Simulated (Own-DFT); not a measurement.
## Calculated data, GaN (wurtzite, strained, atoms displaced)

Computed with Own-DFT development build. A calculation, not a measurement: plane-wave PBE density functional theory by an unreviewed code, no spin, of a simulated periodic cell, stress positive in tension, free energy of the whole cell less one offset for each atom, forces on such cells passed a denser k mesh, this cell's mesh not checked; offsets are fitted by least squares, one for each functional and potential file, so energies compare only between cells with the same atoms and settings and are not formation energies; the far tail of each file's local potential was reset to the Coulomb form; each entry is a single point on an unrelaxed cell, so the pressure reflects the starting lattice, mostly measured values (interpolated for alloys), from which strain is counted, and rises with the displacements; printed positions are rounded, which can move forces by about a meV/angstrom; the program, named Own-DFT, is a retired in-house code; no spin-orbit coupling.

Entry: GaN (wurtzite, strained, atoms displaced)

```
GaN
1.0
     12.7560     0.0000     0.0000
     -4.7835     8.2853     0.0000
      0.0000     0.0000    10.4218
Ga N Ga N Ga N Ga N Ga N Ga N Ga N Ga N Ga N Ga N Ga N Ga N Ga N Ga N Ga N Ga N Ga N Ga N Ga N Ga N Ga N Ga N Ga N Ga N
2 2 2 2 2 2 2 2 2 2 2 2 2 2 2 2 2 2 2 2 2 2 2 2 2 2 2 2 2 2 2 2 2 2 2 2 2 2 2 2 2 2 2 2 2 2 2 2
Direct
  0.07773 0.22335 0.00018
  0.16451 0.10729 0.25111
  0.08132 0.21809 0.19144
  0.16799 0.10634 0.43223
  0.07796 0.21789 0.50272
  0.16097 0.10673 0.75069
  0.08183 0.21886 0.68081
  0.16724 0.10696 0.95445
  0.08050 0.55081 0.98955
  0.16116 0.44294 0.25144
  0.07941 0.54563 0.19320
  0.16099 0.43797 0.44318
  0.08797 0.55271 0.49297
  0.16890 0.44924 0.74874
  0.07997 0.54780 0.69187
  0.16896 0.45285 0.94654
  0.09047 0.88795 0.00622
  0.16885 0.77227 0.25052
  0.07986 0.88624 0.17799
  0.16856 0.78090 0.43695
  0.08374 0.88256 0.49679
  0.16482 0.77147 0.75883
  0.08819 0.89283 0.69366
  0.16987 0.78230 0.93304
  0.33463 0.21986 0.00338
  0.41680 0.12038 0.24960
  0.32789 0.21541 0.18189
  0.41860 0.11959 0.43659
  0.33392 0.22507 0.50475
  0.41118 0.11541 0.75225
  0.32939 0.22104 0.68811
  0.42377 0.12920 0.92971
  0.32753 0.55239 0.99982
  0.41185 0.43650 0.24927
  0.33102 0.55187 0.18925
  0.42214 0.44940 0.43952
  0.32494 0.55870 0.49638
  0.42412 0.44510 0.74741
  0.33387 0.55332 0.69539
  0.41765 0.43907 0.94851
  0.34103 0.88547 0.99506
  0.42295 0.77909 0.25363
  0.33352 0.88752 0.19587
  0.42371 0.77577 0.42876
  0.33787 0.88891 0.49803
  0.41536 0.77650 0.74903
  0.33263 0.88729 0.69626
  0.41176 0.77580 0.94251
  0.58317 0.22452 0.00391
  0.66840 0.11035 0.24763
  0.58532 0.22734 0.18604
  0.66478 0.10525 0.43908
  0.57794 0.21725 0.49715
  0.66409 0.11893 0.75758
  0.58058 0.22229 0.69203
  0.66276 0.10846 0.94227
  0.58676 0.55078 0.00260
  0.65665 0.43344 0.24777
  0.58501 0.54791 0.18619
  0.66351 0.43897 0.44326
  0.58952 0.56075 0.49642
  0.66749 0.45185 0.74974
  0.58047 0.55516 0.69002
  0.66909 0.44469 0.93411
  0.57649 0.89099 0.00367
  0.67273 0.77817 0.24292
  0.59533 0.89083 0.18621
  0.66531 0.77639 0.42937
  0.58195 0.87509 0.50556
  0.67302 0.78217 0.73914
  0.59129 0.89464 0.68222
  0.66367 0.77093 0.93662
  0.82365 0.21936 0.00849
  0.92362 0.12001 0.24140
  0.83614 0.23221 0.18502
  0.91762 0.12166 0.44454
  0.83807 0.22387 0.50136
  0.90773 0.11344 0.74782
  0.83165 0.22488 0.69824
  0.91801 0.11514 0.94142
  0.83517 0.54878 0.99021
  0.91818 0.44698 0.23864
  0.83503 0.56349 0.18720
  0.91777 0.43279 0.43533
  0.82816 0.55359 0.50139
  0.91123 0.43971 0.74948
  0.83777 0.55577 0.68745
  0.91333 0.44557 0.93867
  0.82828 0.88505 0.00685
  0.90894 0.77004 0.25046
  0.82413 0.88227 0.19150
  0.91620 0.77594 0.43722
  0.82917 0.88185 0.50123
  0.91902 0.77444 0.74139
  0.83124 0.88311 0.68377
  0.91261 0.77384 0.94607
```

* functional: PBE
* potential files: PseudoDojo norm-conserving, scalar-relativistic, standard set with the stringent files for Ga
* wave cutoff: 96 hartree
* occupations: Gaussian
* smearing width: 0.01 eV
* k mesh: 3 x 4 x 3 centred on Gamma
* free energy of cell above offsets: -4.333 eV
* pressure: 6.43 GPa
* stress xx: -7.96 GPa
* stress yy: -5.91 GPa
* stress zz: -5.41 GPa
* stress yz: -0.29 GPa
* stress xz: -0.02 GPa
* stress xy: 0.26 GPa

Force:
| element | x (eV/Å) | y (eV/Å) | z (eV/Å) |
| --- | --- | --- | --- |
| Ga | 1.696 | -0.122 | 0.256 |
| Ga | 0.106 | -0.625 | -0.884 |
| N | 0.817 | 1.029 | -0.61 |
| N | -0.567 | 0.368 | 1.315 |
| Ga | 1.222 | -0.441 | -0.988 |
| Ga | 0.187 | 0.911 | 1.237 |
| N | -0.514 | 0.295 | 2.295 |
| N | -0.962 | 1.02 | -2.225 |
| Ga | -0.678 | 1.133 | 1.461 |
| Ga | 1.466 | -0.476 | 0.08 |
| N | 0.31 | 1.694 | -1.602 |
| N | 1.287 | 0.057 | -1.097 |
| Ga | -2.393 | 0.494 | 1.258 |
| Ga | 0.073 | -1.272 | 0.454 |
| N | -0.242 | 0.811 | -0.597 |
| N | -0.272 | -1.83 | -1.713 |
| Ga | -1.652 | -0.46 | -2.115 |
| Ga | -1.186 | 0.354 | -0.624 |
| N | 0.403 | -0.482 | 3.822 |
| N | 1.003 | -0.865 | 0.223 |
| Ga | -0.504 | 0.884 | 0.732 |
| Ga | -0.182 | 0.221 | -2.412 |
| N | -0.081 | -1.263 | -1.25 |
| N | 0.674 | -0.756 | 2.273 |
| Ga | -0.628 | 0.171 | -0.989 |
| Ga | 0.273 | -1.266 | 0.02 |
| N | 0.285 | 0.528 | 1.745 |
| N | -0.398 | -1.258 | 0.076 |
| Ga | -0.396 | 0.165 | -0.839 |
| Ga | 1.029 | -0.367 | -0.978 |
| N | -0.266 | 0.301 | 0.245 |
| N | 0.423 | -2.055 | 1.959 |
| Ga | 2.134 | 0.024 | 0.777 |
| Ga | 0.259 | 0.675 | 0.025 |
| N | -0.165 | 0.31 | 0.302 |
| N | -1.135 | -0.376 | -0.064 |
| Ga | 2.138 | -0.646 | 0.596 |
| Ga | -1.867 | -0.732 | 1.551 |
| N | 0.128 | 0.397 | -1.124 |
| N | -0.688 | 0.986 | -1.443 |
| Ga | -3.128 | 2.011 | 1.371 |
| Ga | -0.032 | -0.175 | -2.171 |
| N | 0.836 | 0.602 | -1.241 |
| N | -1.377 | 0.026 | 2.603 |
| Ga | -0.303 | 0.504 | 0.305 |
| Ga | 0.937 | 0.342 | 0.252 |
| N | 0.001 | 0.18 | -1.353 |
| N | 2.126 | -0.821 | -1.275 |
| Ga | -0.199 | 0.414 | -1.219 |
| Ga | 0.013 | 0.199 | 1.19 |
| N | 0.075 | -2.044 | 0.201 |
| N | 0.023 | 0.131 | -0.166 |
| Ga | 1.504 | 0.023 | 1.12 |
| Ga | 0.229 | -0.753 | -0.995 |
| N | -0.275 | 0.421 | -0.722 |
| N | -0.32 | 0.169 | -0.005 |
| Ga | -0.712 | 0.465 | -0.668 |
| Ga | 1.912 | 2.12 | 1.166 |
| N | -1.409 | 0.652 | 0.549 |
| N | 0.185 | 0.307 | -0.924 |
| Ga | -0.836 | -0.72 | 0.273 |
| Ga | 0.363 | -0.901 | -0.191 |
| N | 1.407 | 0.984 | -1.259 |
| N | 0.159 | -0.452 | 0.362 |
| Ga | 1.806 | -1.207 | -0.671 |
| Ga | -2.224 | -2.122 | 1.18 |
| N | -2.082 | 0.008 | 0.058 |
| N | 0.782 | -0.078 | 0.816 |
| Ga | -0.149 | 1.725 | -1.647 |
| Ga | -1.333 | -0.908 | 2.347 |
| N | -1.113 | -0.265 | 1.902 |
| N | -0.583 | 0.925 | -0.236 |
| Ga | 1.395 | 0.187 | -1.949 |
| Ga | -1.873 | -1.499 | 1.719 |
| N | 0.054 | -1.524 | 0.854 |
| N | 1.008 | -2.499 | -1.578 |
| Ga | -2.191 | -0.356 | 0.528 |
| Ga | 2.201 | -0.76 | 0.818 |
| N | -0.976 | -0.513 | -1.364 |
| N | -1.373 | -0.673 | -0.409 |
| Ga | -2.086 | 2.037 | 1.753 |
| Ga | -1.487 | 0.563 | 1.951 |
| N | -0.241 | -2.475 | -0.497 |
| N | -0.949 | 2.167 | -0.136 |
| Ga | 1.591 | -0.691 | -0.865 |
| Ga | 0.947 | 0.727 | 0.302 |
| N | -1.131 | -0.206 | -0.261 |
| N | 1.738 | -1.448 | -0.579 |
| Ga | 0.487 | -0.093 | -1.346 |
| Ga | 0.823 | 1.434 | -0.424 |
| N | 3.097 | 2.546 | -0.491 |
| N | -0.103 | -0.058 | 0.361 |
| Ga | 0.157 | 1.303 | -1.254 |
| Ga | -0.231 | 0.871 | 2.04 |
| N | 0.996 | 1.042 | 0.22 |
| N | 0.729 | 0.617 | -1.498 |
